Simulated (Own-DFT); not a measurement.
# Response to strain: 4H SiC, 72 atoms (C36Si36)

These are calculations, not measurements. They come from Own-DFT, an in-house plane-wave density functional program, since retired, whose code no person has reviewed. Each row is one single-point run on a periodic cell that was not relaxed, without spin or spin-orbit coupling.

Settings of every run: PBE; PseudoDojo norm-conserving scalar-relativistic files; cutoff 42 hartree; 4 x 4 x 3 k mesh centred on Gamma; Fermi-Dirac smearing of 0.1 eV.

Known limits: forces on such cells passed a denser k mesh, each cell not checked; stress not checked against mesh or cutoff.

Unstrained cell vectors in Å: (9.248, 0.000, 0.000); (-4.624, 8.009, 0.000); (0.000, 0.000, 10.068). The unstrained cell has measured lattice constants (interpolated for alloys), not those of this functional. That, the random moves and any unrelaxed bonds set the pressure at no strain. Each run strains this cell uniformly, with the atoms carried along. Every atom was also moved at random, by a Gaussian of width 0.05 Å on each axis. Strain is the symmetric tensor, in per cent. Stress is positive in tension, and the pressure is minus a third of its trace.

| run | e_xx (%) | e_yy (%) | e_zz (%) | e_yz (%) | e_xz (%) | e_xy (%) | s_xx (GPa) | s_yy (GPa) | s_zz (GPa) | s_yz (GPa) | s_xz (GPa) | s_xy (GPa) | P (GPa) | E (meV/atom) |
|---|---|---|---|---|---|---|---|---|---|---|---|---|---|---|
| 1 | -0.13 | -1.13 | 1.74 | 1.00 | 0.64 | 1.83 | -6.02 | -12.57 | 3.47 | 3.52 | 0.79 | 10.23 | 5.04 | 30.0 |
| 2 | 0.30 | 1.69 | -0.18 | 0.79 | 1.21 | -1.36 | -1.69 | 4.45 | -8.51 | 3.03 | 3.45 | -5.72 | 1.92 | 22.1 |
| 3 | -1.63 | 0.72 | 0.68 | 0.74 | -1.99 | 0.03 | -14.02 | -2.86 | -0.96 | 3.85 | -6.77 | -0.34 | 5.95 | 17.6 |
| 4 | 0.27 | -0.60 | -0.77 | -1.42 | 0.80 | -1.45 | -3.15 | -10.82 | -13.56 | -5.50 | 2.06 | -8.35 | 9.18 | 52.6 |
| 5 | 0.03 | 1.92 | -0.90 | -0.95 | -0.16 | 0.41 | -2.91 | 4.59 | -9.93 | -4.16 | -1.37 | 0.39 | 2.75 | 0.2 |
| 6 | 0.15 | 1.16 | 1.49 | 1.26 | 0.27 | -1.84 | -1.75 | 2.23 | 2.08 | 4.01 | 1.18 | -7.78 | -0.85 | 3.1 |
| 7 | 1.34 | 1.37 | 1.25 | -0.96 | -1.66 | -0.15 | 3.72 | 4.51 | 1.13 | -2.74 | -5.02 | -1.47 | -3.12 | 0.0 |
| 8 | 1.21 | -0.92 | -1.03 | 1.46 | 1.66 | -1.28 | -0.44 | -11.03 | -10.98 | 6.17 | 6.55 | -5.75 | 7.48 | 31.0 |
| 9 | 1.02 | -1.33 | -0.25 | 1.22 | -0.72 | 0.34 | -2.25 | -11.69 | -7.80 | 4.91 | -2.48 | 2.38 | 7.25 | 24.1 |
| 10 | -0.53 | -0.13 | -0.41 | 1.03 | 0.98 | 0.93 | -8.52 | -7.77 | -8.06 | 3.08 | 3.70 | 5.75 | 8.11 | 20.8 |
| 11 | -0.61 | 1.65 | 1.41 | -1.53 | 0.07 | 0.91 | -5.63 | 3.66 | 1.48 | -4.98 | 0.52 | 3.23 | 0.16 | 11.6 |
| 12 | 0.27 | -1.16 | 1.25 | 0.36 | 0.21 | 1.98 | -5.21 | -10.98 | 0.05 | 0.58 | 0.17 | 10.65 | 5.38 | 24.0 |
| 13 | 1.03 | 1.75 | -1.12 | 0.08 | -0.43 | 1.13 | 0.65 | 5.45 | -11.70 | 0.01 | -0.79 | 5.45 | 1.87 | 6.7 |
| 14 | -1.40 | -1.21 | -1.47 | 1.89 | -0.75 | 1.94 | -14.50 | -14.61 | -17.06 | 6.86 | -2.01 | 8.03 | 15.39 | 31.8 |
| 15 | 1.67 | 0.46 | -1.68 | -1.19 | 0.44 | -0.75 | 4.15 | -1.96 | -15.20 | -3.90 | 1.18 | -3.04 | 4.34 | 10.7 |
| 16 | 1.18 | 1.05 | 0.34 | 1.26 | -1.58 | 1.99 | 0.89 | 2.05 | -2.94 | 3.50 | -4.85 | 9.05 | 0.00 | 14.7 |
| 17 | 0.54 | -0.27 | 1.38 | -0.99 | 0.19 | 0.30 | ? | ? | ? | ? | ? | ? | ? | ? |

E is the free energy for each atom above the lowest run shown.

## Worked fit

Each stress component was fitted by least squares to a constant and the strains of the runs shown, as fractions, with shears doubled. Shear strains stay in the fit of a normal stress only where such slopes are resolved. The slopes, in GPa:

```
stress  at no strain  per e_xx  per e_yy  per e_zz  scatter
  s_xx          -5.3  525 ± 25  109 ± 19   35 ± 21     0.92
  s_yy          -5.8  115 ± 19  588 ± 15   53 ± 16     0.69
  s_zz          -6.5   32 ± 35   40 ± 27  576 ± 30     1.29
```

Each shear stress against twice its own strain: yz 177 ± 9, xz 160 ± 10, xy 242 ± 9 GPa. These are stiffnesses along x, y and z of the frame in which the cell vectors are given, which need not be the crystal's axes. The atoms are held to the strained lattice; where symmetry lets them move under strain, relaxing them would lower some slopes. The table should be nearly symmetric about its diagonal, and what it lacks of that shows the noise. A ninth of its sum, 230 ± 5 GPa, estimates the bulk modulus near the mean pressure of these runs, 4.4 GPa, so it lies above the value at zero pressure.

## Withheld run

Question: what normal stresses and pressure should run 17 give?

The fit gives s_xx = -2.2, s_yy = -6.1, s_zz = 1.5 and P = 2.3 GPa. The calculation gave -1.27, -5.66, 1.82 and P = 1.70 GPa.
